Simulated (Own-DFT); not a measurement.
# Computed records: GaP (zincblende, atoms displaced)

Computed with Own-DFT development build. A calculation, not a measurement: plane-wave PBE density functional theory by an unreviewed code, no spin, of a simulated periodic cell, stress positive in tension, free energy of the whole cell less one offset for each atom, forces on such cells passed a denser k mesh, this cell's mesh not checked; offsets are fitted by least squares, one for each functional and potential file, so energies compare only between cells with the same atoms and settings and are not formation energies; the far tail of each file's local potential was reset to the Coulomb form; each entry is a single point on an unrelaxed cell, so the pressure reflects the starting lattice, mostly measured values (interpolated for alloys), from which strain is counted, and rises with the displacements; printed positions are rounded, which can move forces by about a meV/angstrom; the program, named Own-DFT, is a retired in-house code; no spin-orbit coupling; before rounding, a Quantum ESPRESSO 7.3.1 run of the same cell and cutoff gave forces within 1 meV/angstrom rms on each cell, which checks the program and not the settings.

Settings shared by all entries: functional PBE; potential files PseudoDojo norm-conserving, scalar-relativistic, standard set; wave cutoff 42 hartree; occupations Fermi-Dirac; smearing width 0.1 eV; k mesh 2 x 3 x 3 centred on Gamma.

(1) GaP (zincblende, atoms displaced)

```
GaP
1.0
     16.3515     0.0000     0.0000
      0.0000    10.9010     0.0000
      0.0000     0.0000    10.9010
Ga P Ga P Ga P Ga P Ga P Ga P Ga P Ga P Ga P Ga P Ga P Ga P
4 4 4 4 4 4 4 4 4 4 4 4 4 4 4 4 4 4 4 4 4 4 4 4
Direct
  0.99781 0.00086 0.00029
  0.00080 0.25080 0.25082
  0.16961 0.99751 0.25046
  0.16671 0.25004 0.99903
  0.08295 0.12586 0.12308
  0.08302 0.37166 0.37043
  0.24875 0.12661 0.37643
  0.24984 0.37464 0.12494
  0.00170 0.99906 0.50161
  0.99868 0.24816 0.74861
  0.16528 0.99861 0.74746
  0.16672 0.24767 0.49882
  0.08554 0.12582 0.62780
  0.08229 0.37616 0.87484
  0.25073 0.12606 0.87261
  0.24938 0.37633 0.62609
  0.00149 0.50056 0.99733
  0.99941 0.75087 0.24807
  0.16710 0.49971 0.24906
  0.16869 0.75190 0.99893
  0.08368 0.62324 0.12479
  0.08308 0.87411 0.37431
  0.25052 0.62783 0.38014
  0.24900 0.87682 0.12707
  0.00024 0.49969 0.50301
  0.00050 0.75166 0.75111
  0.16665 0.49976 0.74943
  0.16663 0.74793 0.49611
  0.08407 0.62645 0.62579
  0.08232 0.87675 0.87712
  0.24837 0.62347 0.87399
  0.24867 0.87525 0.62652
  0.33378 0.99982 0.00088
  0.33408 0.25044 0.24927
  0.49920 0.00071 0.24845
  0.49773 0.25022 0.00125
  0.41574 0.12270 0.12429
  0.41714 0.37551 0.37493
  0.58250 0.12569 0.37696
  0.58351 0.37766 0.12574
  0.33067 0.00177 0.50210
  0.33193 0.25047 0.74906
  0.49921 0.99700 0.75067
  0.49969 0.24969 0.49946
  0.41704 0.12226 0.62211
  0.41652 0.37623 0.87321
  0.58448 0.12572 0.87755
  0.58311 0.37606 0.62499
  0.33152 0.50043 0.99894
  0.33320 0.74845 0.24683
  0.49952 0.49671 0.25358
  0.49959 0.75019 0.00289
  0.41670 0.62425 0.12259
  0.41481 0.87635 0.37540
  0.58534 0.62753 0.37438
  0.58210 0.87498 0.12563
  0.33440 0.49911 0.50360
  0.33308 0.75335 0.75073
  0.49854 0.49913 0.74961
  0.50179 0.74936 0.50199
  0.41821 0.62508 0.62202
  0.41767 0.87601 0.87538
  0.58118 0.62547 0.87548
  0.58397 0.87396 0.62520
  0.66716 0.00413 0.00022
  0.66749 0.25018 0.25013
  0.83337 0.99980 0.24806
  0.83270 0.25016 0.99781
  0.75183 0.12740 0.12643
  0.75076 0.37590 0.37480
  0.91638 0.12647 0.37361
  0.91793 0.37791 0.12835
  0.66837 0.00477 0.50050
  0.66694 0.24905 0.75076
  0.83450 0.00066 0.74944
  0.83203 0.24711 0.49808
  0.75066 0.12238 0.62602
  0.75008 0.37647 0.87712
  0.91624 0.12503 0.87516
  0.91664 0.37562 0.62517
  0.66453 0.49942 0.99960
  0.66654 0.74736 0.25203
  0.83433 0.50280 0.24984
  0.83182 0.74875 0.99756
  0.74926 0.62310 0.12459
  0.75068 0.87648 0.37479
  0.91630 0.62478 0.37429
  0.91568 0.87512 0.12514
  0.66696 0.49999 0.50146
  0.66746 0.75088 0.74838
  0.83468 0.50046 0.75208
  0.83246 0.75187 0.49951
  0.75161 0.62595 0.62403
  0.74915 0.87531 0.87143
  0.91675 0.62685 0.87483
  0.91578 0.87046 0.62744
```

- free energy of cell above offsets: -53.649 eV
- pressure: 2.7 GPa
- stress xx: -2.72 GPa
- stress yy: -2.7 GPa
- stress zz: -2.7 GPa
- stress yz: 0 GPa
- stress xz: 0.13 GPa
- stress xy: 0.07 GPa

Force:
| element | x (eV/Å) | y (eV/Å) | z (eV/Å) |
| --- | --- | --- | --- |
| Ga | 0.203 | -0.016 | 0.143 |
| Ga | -0.25 | -0.261 | -0.369 |
| Ga | -0.771 | 0.527 | 0.118 |
| Ga | -0.042 | 0.009 | -0.097 |
| P | 0.155 | -0.274 | 0.288 |
| P | 0.245 | 0.536 | 0.828 |
| P | 0.385 | -0.15 | -0.311 |
| P | 0.095 | -0.008 | -0.036 |
| Ga | -0.348 | 0.09 | 0.04 |
| Ga | 0.166 | 0.26 | 0.146 |
| Ga | 0.216 | 0.044 | 0.575 |
| Ga | -0.184 | 0.522 | 0.121 |
| P | -0.47 | -0.023 | -0.38 |
| P | 0.188 | -0.329 | -0.266 |
| P | -0.227 | -0.328 | 0.241 |
| P | -0.026 | -0.246 | -0.281 |
| Ga | -0.355 | 0.054 | 0.331 |
| Ga | 0.064 | -0.228 | 0.079 |
| Ga | 0.111 | 0.158 | 0.332 |
| Ga | -0.418 | -0.165 | 0.182 |
| P | 0.128 | 0.433 | -0.136 |
| P | 0.09 | 0.099 | -0.083 |
| P | 0.258 | -0.716 | -0.793 |
| P | 0.476 | -0.341 | -0.473 |
| Ga | 0.154 | -0.013 | -0.448 |
| Ga | 0.1 | -0.182 | 0.067 |
| Ga | -0.281 | -0.001 | 0.031 |
| Ga | -0.218 | 0.424 | 0.555 |
| P | -0.073 | -0.054 | -0.068 |
| P | 0.128 | -0.035 | -0.112 |
| P | 0.344 | 0.363 | -0.053 |
| P | -0.045 | -0.183 | -0.32 |
| Ga | -0.284 | -0.008 | -0.278 |
| Ga | -0.124 | -0.073 | 0.07 |
| Ga | 0.042 | -0.162 | 0.394 |
| Ga | 0.302 | 0.144 | -0.061 |
| P | 0.064 | 0.363 | 0.142 |
| P | -0.324 | -0.214 | 0.234 |
| P | 0.181 | -0.011 | -0.423 |
| P | -0.233 | -0.531 | 0.054 |
| Ga | 0.144 | -0.263 | -0.232 |
| Ga | 0.429 | -0.089 | -0.143 |
| Ga | 0.384 | 0.394 | -0.109 |
| Ga | 0.042 | 0.092 | 0.163 |
| P | -0.082 | 0.363 | 0.465 |
| P | -0.267 | -0.219 | 0.189 |
| P | -0.528 | 0.055 | -0.326 |
| P | 0.016 | -0.23 | 0.078 |
| Ga | 0.19 | -0.093 | -0.014 |
| Ga | 0.086 | 0.1 | 0.36 |
| Ga | 0.239 | 0.64 | -0.314 |
| Ga | 0.064 | 0.046 | -0.268 |
| P | -0.08 | -0.262 | 0.364 |
| P | 0.165 | -0.179 | 0.043 |
| P | -0.491 | -0.558 | 0.301 |
| P | 0.471 | 0.102 | 0.031 |
| Ga | -0.146 | 0.092 | -0.278 |
| Ga | 0.116 | -0.423 | -0.087 |
| Ga | 0.223 | 0.208 | -0.034 |
| Ga | -0.176 | 0.295 | -0.486 |
| P | -0.277 | 0.162 | 0.547 |
| P | -0.263 | -0.236 | 0.254 |
| P | 0.287 | 0.065 | -0.19 |
| P | 0.1 | 0.36 | -0.098 |
| Ga | 0.129 | -0.485 | 0.206 |
| Ga | -0.186 | 0.118 | 0.12 |
| Ga | 0.09 | 0.064 | 0.246 |
| Ga | 0.352 | 0.332 | 0.44 |
| P | -0.242 | -0.18 | -0.197 |
| P | -0.09 | 0.032 | 0.014 |
| P | 0.243 | -0.413 | 0.182 |
| P | -0.129 | -0.279 | -0.614 |
| Ga | -0.346 | -0.573 | -0.109 |
| Ga | 0.035 | 0.188 | -0.038 |
| Ga | -0.018 | -0.272 | 0.087 |
| Ga | 0.149 | 0.322 | 0.19 |
| P | 0.057 | 0.48 | 0.095 |
| P | -0.128 | -0.054 | -0.328 |
| P | -0.048 | 0.044 | -0.097 |
| P | -0.231 | -0.321 | -0.068 |
| Ga | 0.106 | 0.241 | -0.066 |
| Ga | 0.25 | 0.502 | -0.412 |
| Ga | -0.168 | -0.221 | 0.014 |
| Ga | -0.059 | 0.191 | 0.185 |
| P | -0.023 | 0.193 | -0.074 |
| P | -0.242 | 0.047 | -0.059 |
| P | 0.205 | 0.245 | 0.298 |
| P | -0.069 | -0.142 | -0.274 |
| Ga | 0.099 | 0.072 | -0.137 |
| Ga | -0.205 | -0.349 | 0.102 |
| Ga | -0.151 | 0.032 | -0.149 |
| Ga | 0.178 | -0.202 | -0.168 |
| P | -0.168 | -0.209 | 0.21 |
| P | 0.098 | 0.226 | 0.457 |
| P | 0.175 | -0.139 | 0.075 |
| P | 0.27 | 0.611 | -0.329 |

(2) GaP (zincblende, atoms displaced)

```
GaP
1.0
     16.3515     0.0000     0.0000
      0.0000    10.9010     0.0000
      0.0000     0.0000    10.9010
Ga P Ga P Ga P Ga P Ga P Ga P Ga P Ga P Ga P Ga P Ga P Ga P
4 4 4 4 4 4 4 4 4 4 4 4 4 4 4 4 4 4 4 4 4 4 4 4
Direct
  0.99854 0.00388 0.00183
  0.99889 0.24924 0.25325
  0.16863 0.00068 0.24878
  0.16547 0.25166 0.00213
  0.08391 0.12345 0.12715
  0.08212 0.37859 0.37791
  0.24946 0.12378 0.37432
  0.25176 0.37453 0.12405
  0.99892 0.99817 0.49945
  0.00055 0.25201 0.74800
  0.16619 0.99906 0.75209
  0.16922 0.25315 0.50013
  0.08393 0.12237 0.62505
  0.08308 0.37082 0.87597
  0.24908 0.12471 0.87658
  0.25225 0.37464 0.62562
  0.99857 0.50200 0.00094
  0.00046 0.74711 0.24958
  0.16530 0.50039 0.24725
  0.16872 0.74958 0.99791
  0.08512 0.62516 0.12454
  0.08345 0.87527 0.37748
  0.25086 0.62741 0.37055
  0.25346 0.87676 0.12454
  0.00131 0.49917 0.49666
  0.00009 0.74587 0.74789
  0.16835 0.49707 0.74936
  0.16671 0.74937 0.49887
  0.08533 0.62346 0.62630
  0.08435 0.87131 0.87380
  0.25015 0.62606 0.87630
  0.24811 0.87270 0.62345
  0.33320 0.00212 0.99857
  0.33329 0.24823 0.24645
  0.49906 0.99956 0.25083
  0.49857 0.25123 0.00021
  0.41517 0.12723 0.12387
  0.41632 0.37308 0.37559
  0.58069 0.12547 0.37693
  0.58122 0.37419 0.12672
  0.33333 0.99895 0.50323
  0.33415 0.24877 0.74781
  0.50250 0.00129 0.75132
  0.50132 0.25536 0.49655
  0.41671 0.12318 0.62213
  0.41711 0.37547 0.87983
  0.58269 0.12512 0.87284
  0.58250 0.37541 0.62253
  0.33392 0.50097 0.00172
  0.33329 0.74864 0.25191
  0.50019 0.50322 0.25088
  0.49833 0.75323 0.00187
  0.41676 0.62685 0.12483
  0.41660 0.87521 0.37654
  0.58141 0.62524 0.37427
  0.58368 0.87504 0.12367
  0.33369 0.49788 0.49825
  0.33295 0.74941 0.75041
  0.49808 0.50153 0.75085
  0.50048 0.75192 0.50139
  0.41500 0.62680 0.62367
  0.41752 0.87546 0.87709
  0.58402 0.62958 0.87388
  0.58250 0.87644 0.62464
  0.66850 0.00345 0.00132
  0.66628 0.25100 0.24876
  0.83255 0.99670 0.25166
  0.83429 0.25150 0.00164
  0.75003 0.12814 0.12339
  0.74894 0.37500 0.37483
  0.91804 0.12463 0.37375
  0.91776 0.37658 0.12751
  0.66602 0.99776 0.50266
  0.66747 0.24897 0.74580
  0.83354 0.00126 0.75337
  0.83239 0.24859 0.50216
  0.75149 0.12456 0.62521
  0.75035 0.37726 0.87445
  0.91717 0.12521 0.87555
  0.91593 0.37489 0.62692
  0.66750 0.50011 0.00134
  0.66702 0.74940 0.24968
  0.83262 0.50240 0.25067
  0.83426 0.75082 0.99786
  0.74915 0.62222 0.12415
  0.75172 0.87547 0.37566
  0.91683 0.62770 0.37235
  0.91849 0.87064 0.12094
  0.66618 0.50135 0.49912
  0.66636 0.75027 0.74966
  0.83366 0.49777 0.74834
  0.83298 0.75237 0.50266
  0.75004 0.62512 0.62520
  0.74958 0.87853 0.87608
  0.91861 0.62520 0.87428
  0.91925 0.87382 0.62661
```

* free energy of cell above offsets: -53.558 eV
* pressure: 2.73 GPa
* stress xx: -2.73 GPa
* stress yy: -2.72 GPa
* stress zz: -2.72 GPa
* stress yz: 0.06 GPa
* stress xz: -0.04 GPa
* stress xy: -0.02 GPa

Force:
| element | x (eV/Å) | y (eV/Å) | z (eV/Å) |
| --- | --- | --- | --- |
| Ga | 0.468 | -0.531 | -0.292 |
| Ga | 0.46 | 0.202 | -0.251 |
| Ga | -0.21 | -0.39 | 0.143 |
| Ga | 0.205 | -0.314 | 0 |
| P | -0.154 | 0.33 | 0.027 |
| P | 0.56 | -0.648 | -0.551 |
| P | 0.311 | 0.241 | 0.144 |
| P | -0.414 | 0.154 | 0.16 |
| Ga | 0.265 | 0.204 | 0.092 |
| Ga | 0.038 | -0.473 | 0.067 |
| Ga | 0.082 | -0.092 | -0.122 |
| Ga | -0.405 | -0.353 | 0.012 |
| P | -0.024 | 0.393 | -0.179 |
| P | -0.05 | 0.697 | -0.038 |
| P | 0.013 | 0.249 | -0.243 |
| P | -0.083 | 0.101 | -0.063 |
| Ga | 0.457 | -0.245 | -0.045 |
| Ga | 0.325 | 0.396 | -0.038 |
| Ga | 0.343 | -0.162 | 0.227 |
| Ga | -0.104 | 0.312 | 0.394 |
| P | -0.209 | 0.096 | -0.265 |
| P | 0.016 | -0.088 | -0.554 |
| P | -0.375 | -0.633 | 0.529 |
| P | -0.401 | -0.272 | 0.021 |
| Ga | -0.541 | 0.515 | 0.621 |
| Ga | 0.377 | 0.229 | 0.176 |
| Ga | -0.153 | 0.055 | 0.344 |
| Ga | -0.025 | -0.163 | -0.061 |
| P | -0.146 | -0.204 | -0.331 |
| P | -0.447 | 0.361 | 0.266 |
| P | 0.185 | -0.461 | -0.225 |
| P | 0.285 | 0.234 | 0.359 |
| Ga | 0.132 | -0.046 | -0.012 |
| Ga | -0.124 | 0.096 | 0.522 |
| Ga | -0.006 | 0.074 | -0.184 |
| Ga | 0.317 | -0.256 | 0.04 |
| P | 0.426 | -0.436 | -0.013 |
| P | -0.096 | 0.32 | -0.541 |
| P | 0.649 | -0.139 | -0.268 |
| P | 0.263 | 0.258 | -0.227 |
| Ga | -0.247 | -0.085 | -0.313 |
| Ga | 0.157 | -0.142 | 0.429 |
| Ga | -0.621 | -0.139 | -0.174 |
| Ga | -0.328 | -0.542 | 0.373 |
| P | 0.426 | 0.368 | 0.286 |
| P | -0.27 | 0.051 | -0.702 |
| P | 0.356 | 0.37 | 0.401 |
| P | 0.129 | 0.256 | 0.421 |
| Ga | -0.069 | 0.127 | -0.112 |
| Ga | 0.327 | 0.438 | -0.289 |
| Ga | -0.359 | -0.373 | -0.11 |
| Ga | 0.341 | -0.273 | -0.175 |
| P | 0.011 | -0.112 | 0.158 |
| P | -0.084 | -0.05 | -0.076 |
| P | 0.415 | 0.285 | 0.246 |
| P | 0.109 | 0.283 | 0.259 |
| Ga | -0.101 | 0.372 | -0.091 |
| Ga | -0.009 | 0.268 | 0.018 |
| Ga | 0.223 | 0.03 | -0.009 |
| Ga | -0.185 | -0.132 | -0.127 |
| P | 0.195 | -0.211 | 0.038 |
| P | -0.208 | 0.196 | -0.457 |
| P | -0.295 | -0.464 | 0.356 |
| P | 0.218 | -0.273 | 0.232 |
| Ga | -0.44 | -0.088 | -0.135 |
| Ga | -0.204 | -0.2 | 0.246 |
| Ga | 0.408 | 0.297 | -0.593 |
| Ga | 0.07 | 0.16 | -0.233 |
| P | 0.216 | -0.245 | 0.461 |
| P | 0.218 | 0.01 | 0.089 |
| P | -0.572 | -0.166 | 0.327 |
| P | -0.193 | -0.065 | -0.023 |
| Ga | 0.092 | 0.372 | -0.371 |
| Ga | -0.14 | 0.255 | 0.326 |
| Ga | 0.221 | -0.196 | -0.247 |
| Ga | 0.254 | 0.181 | -0.389 |
| P | -0.199 | -0.317 | -0.007 |
| P | -0.122 | -0.387 | 0.013 |
| P | -0.016 | 0.367 | -0.065 |
| P | 0.24 | 0.033 | -0.578 |
| Ga | -0.536 | -0.12 | -0.268 |
| Ga | -0.04 | 0.045 | 0.02 |
| Ga | 0.062 | -0.247 | 0.057 |
| Ga | -0.278 | -0.236 | -0.033 |
| P | 0.309 | 0.546 | 0.018 |
| P | -0.574 | -0.179 | 0.125 |
| P | -0.202 | -0.233 | 0.545 |
| P | -0.252 | 0.457 | 0.572 |
| Ga | -0.042 | -0.015 | -0.02 |
| Ga | 0.169 | 0.28 | -0.042 |
| Ga | -0.001 | 0.413 | 0.284 |
| Ga | 0.289 | -0.203 | -0.094 |
| P | 0.004 | 0.012 | -0.027 |
| P | 0.015 | -0.401 | -0.128 |
| P | -0.549 | -0.174 | -0.143 |
| P | -0.551 | 0.185 | 0.091 |

(3) GaP (zincblende, atoms displaced)

```
GaP
1.0
     16.3515     0.0000     0.0000
      0.0000    10.9010     0.0000
      0.0000     0.0000    10.9010
Ga P Ga P Ga P Ga P Ga P Ga P Ga P Ga P Ga P Ga P Ga P Ga P
4 4 4 4 4 4 4 4 4 4 4 4 4 4 4 4 4 4 4 4 4 4 4 4
Direct
  0.99755 0.99802 0.00070
  0.99973 0.25216 0.25340
  0.16690 0.99903 0.25217
  0.16622 0.25002 0.99962
  0.08635 0.12415 0.12363
  0.08439 0.37674 0.37501
  0.24915 0.12702 0.37547
  0.25066 0.37583 0.12525
  0.99949 0.99520 0.49877
  0.99949 0.24991 0.74988
  0.16471 0.99872 0.74874
  0.16682 0.25045 0.49920
  0.08430 0.12412 0.62225
  0.08393 0.37671 0.87387
  0.25074 0.12844 0.87675
  0.25030 0.37815 0.62776
  0.00120 0.50020 0.00098
  0.00125 0.75031 0.25354
  0.16499 0.50010 0.24640
  0.16474 0.74938 0.99805
  0.08393 0.62274 0.12436
  0.08386 0.87430 0.37397
  0.25149 0.62369 0.37628
  0.24956 0.87537 0.12530
  0.00136 0.49804 0.50356
  0.00120 0.75211 0.74945
  0.16779 0.50161 0.74728
  0.16608 0.75003 0.50119
  0.08330 0.62550 0.62896
  0.08775 0.87397 0.87506
  0.25074 0.62317 0.87294
  0.24897 0.87760 0.62440
  0.33467 0.99969 0.99907
  0.33341 0.24682 0.25002
  0.49960 0.99776 0.25096
  0.50015 0.25179 0.00211
  0.41689 0.12192 0.12379
  0.41624 0.37558 0.37541
  0.58340 0.12530 0.37483
  0.58354 0.37579 0.12467
  0.33303 0.00263 0.50181
  0.33374 0.24858 0.75196
  0.49810 0.00128 0.74751
  0.49861 0.24979 0.49809
  0.41759 0.12296 0.62512
  0.41539 0.37182 0.87443
  0.58368 0.12504 0.87548
  0.58543 0.37481 0.62483
  0.33474 0.49733 0.00070
  0.33403 0.75345 0.25297
  0.50174 0.50110 0.24986
  0.50137 0.74985 0.99390
  0.41554 0.62259 0.12370
  0.41797 0.87696 0.37518
  0.58404 0.62345 0.37094
  0.58309 0.87479 0.11890
  0.33337 0.50066 0.49929
  0.33470 0.75078 0.74903
  0.50056 0.50151 0.75153
  0.49917 0.74767 0.49725
  0.41561 0.62096 0.62477
  0.41577 0.87638 0.87899
  0.58443 0.62572 0.87296
  0.58404 0.87223 0.62470
  0.66910 0.99786 0.00166
  0.66576 0.25049 0.24927
  0.83468 0.99997 0.25126
  0.83298 0.25144 0.00030
  0.74952 0.12479 0.12658
  0.75015 0.37219 0.37657
  0.91713 0.12303 0.37853
  0.91713 0.37479 0.12565
  0.66648 0.99901 0.49933
  0.66694 0.24960 0.75051
  0.83388 0.99817 0.74949
  0.83471 0.24987 0.49883
  0.74883 0.12902 0.62654
  0.74914 0.37506 0.87167
  0.91796 0.12259 0.87597
  0.91596 0.37464 0.62469
  0.66670 0.49856 0.00085
  0.66746 0.74929 0.24918
  0.83298 0.49831 0.24844
  0.83359 0.74906 0.00426
  0.75038 0.62516 0.12477
  0.74755 0.87460 0.37475
  0.91553 0.62889 0.37589
  0.91683 0.87255 0.12309
  0.66838 0.49768 0.50230
  0.66633 0.75085 0.75225
  0.83261 0.49994 0.74986
  0.83208 0.74974 0.50064
  0.75021 0.62654 0.62741
  0.74900 0.87564 0.87352
  0.91776 0.62671 0.87639
  0.91697 0.87453 0.62476
```

- free energy of cell above offsets: -53.555 eV
- pressure: 2.72 GPa
- stress xx: -2.72 GPa
- stress yy: -2.73 GPa
- stress zz: -2.71 GPa
- stress yz: 0.06 GPa
- stress xz: 0.05 GPa
- stress xy: -0.07 GPa

Force:
| element | x (eV/Å) | y (eV/Å) | z (eV/Å) |
| --- | --- | --- | --- |
| Ga | 0.794 | 0.047 | -0.049 |
| Ga | 0.23 | -0.444 | -0.291 |
| Ga | 0.135 | 0.146 | -0.251 |
| Ga | 0.163 | 0.313 | 0.013 |
| P | -0.79 | -0.008 | 0.348 |
| P | -0.133 | -0.022 | 0.096 |
| P | 0.177 | -0.274 | 0.035 |
| P | -0.127 | -0.285 | 0.026 |
| Ga | 0.244 | 0.31 | 0.182 |
| Ga | 0.212 | -0.091 | -0.024 |
| Ga | 0.557 | 0.539 | 0.162 |
| Ga | 0.155 | 0.269 | 0.271 |
| P | -0.414 | 0.024 | 0.122 |
| P | -0.042 | -0.138 | -0.047 |
| P | -0.227 | -0.642 | -0.266 |
| P | 0.138 | -0.587 | -0.462 |
| Ga | -0.195 | -0.107 | -0.206 |
| Ga | -0.145 | -0.202 | -0.472 |
| Ga | 0.602 | 0.004 | 0.376 |
| Ga | 0.752 | -0.34 | 0.29 |
| P | -0.284 | 0.532 | 0.098 |
| P | 0.062 | -0.001 | 0.209 |
| P | -0.475 | 0.256 | -0.266 |
| P | 0.042 | -0.12 | -0.07 |
| Ga | -0.216 | 0.413 | -0.281 |
| Ga | -0.077 | -0.029 | 0.332 |
| Ga | -0.117 | -0.052 | 0.443 |
| Ga | 0.183 | -0.193 | -0.059 |
| P | -0.026 | 0.032 | -0.493 |
| P | -1.096 | 0.294 | -0.002 |
| P | 0.08 | 0.224 | 0.318 |
| P | 0.258 | -0.286 | 0.053 |
| Ga | -0.582 | 0.163 | 0.232 |
| Ga | 0.075 | 0.26 | -0.141 |
| Ga | 0.384 | 0.201 | -0.358 |
| Ga | -0.022 | -0.311 | -0.255 |
| P | 0.126 | 0.297 | 0.267 |
| P | 0.061 | -0.07 | -0.25 |
| P | -0.125 | -0.115 | -0.072 |
| P | -0.015 | -0.042 | 0.098 |
| Ga | -0.073 | -0.15 | -0.258 |
| Ga | -0.126 | 0.018 | -0.39 |
| Ga | 0.518 | -0.399 | 0.453 |
| Ga | 0.285 | 0.115 | 0.219 |
| P | -0.31 | 0.543 | -0.111 |
| P | 0.528 | 0.37 | 0.103 |
| P | -0.048 | -0.095 | 0.078 |
| P | -0.575 | -0.077 | 0.081 |
| Ga | -0.301 | 0.13 | -0.236 |
| Ga | -0.079 | -0.338 | -0.343 |
| Ga | -0.457 | -0.158 | -0.157 |
| Ga | -0.326 | -0.251 | 0.54 |
| P | 0.418 | 0.53 | 0.128 |
| P | -0.309 | -0.088 | 0.298 |
| P | 0.23 | 0.071 | 0.598 |
| P | 0.046 | -0.173 | 0.694 |
| Ga | -0.108 | -0.298 | 0.095 |
| Ga | -0.225 | 0.041 | 0.057 |
| Ga | -0.038 | -0.434 | -0.163 |
| Ga | 0.181 | -0.112 | 0.234 |
| P | 0.331 | 0.511 | -0.006 |
| P | 0.239 | -0.18 | -0.833 |
| P | -0.006 | -0.287 | 0.239 |
| P | -0.358 | 0.176 | -0.053 |
| Ga | -0.297 | 0.378 | -0.287 |
| Ga | 0.064 | -0.074 | 0.114 |
| Ga | -0.172 | -0.113 | -0.077 |
| Ga | -0.01 | -0.196 | -0.115 |
| P | 0.264 | 0.069 | -0.05 |
| P | 0.078 | 0.253 | -0.319 |
| P | 0.106 | 0.084 | -0.36 |
| P | 0.025 | -0.002 | -0.086 |
| Ga | -0.048 | 0.273 | 0.278 |
| Ga | -0.341 | -0.017 | 0.081 |
| Ga | -0.164 | 0.356 | -0.047 |
| Ga | -0.232 | -0.128 | 0.255 |
| P | 0.414 | -0.625 | -0.312 |
| P | 0.188 | 0.033 | 0.477 |
| P | -0.354 | 0.288 | -0.137 |
| P | 0.064 | 0.007 | 0.123 |
| Ga | 0.089 | 0.185 | -0.217 |
| Ga | -0.344 | 0.156 | -0.288 |
| Ga | 0.045 | 0.163 | 0.342 |
| Ga | -0.18 | 0.044 | -0.695 |
| P | -0.125 | -0.244 | 0.058 |
| P | 0.515 | 0.067 | -0.023 |
| P | 0.211 | -0.689 | 0.045 |
| P | 0.088 | 0.164 | 0.631 |
| Ga | -0.094 | 0.347 | -0.228 |
| Ga | 0.091 | 0.003 | -0.285 |
| Ga | 0.29 | 0.2 | 0.113 |
| Ga | -0.062 | 0.167 | -0.002 |
| P | -0.107 | -0.092 | -0.143 |
| P | 0.494 | -0.241 | 0.323 |
| P | -0.133 | -0.135 | -0.104 |
| P | -0.12 | -0.112 | 0.006 |
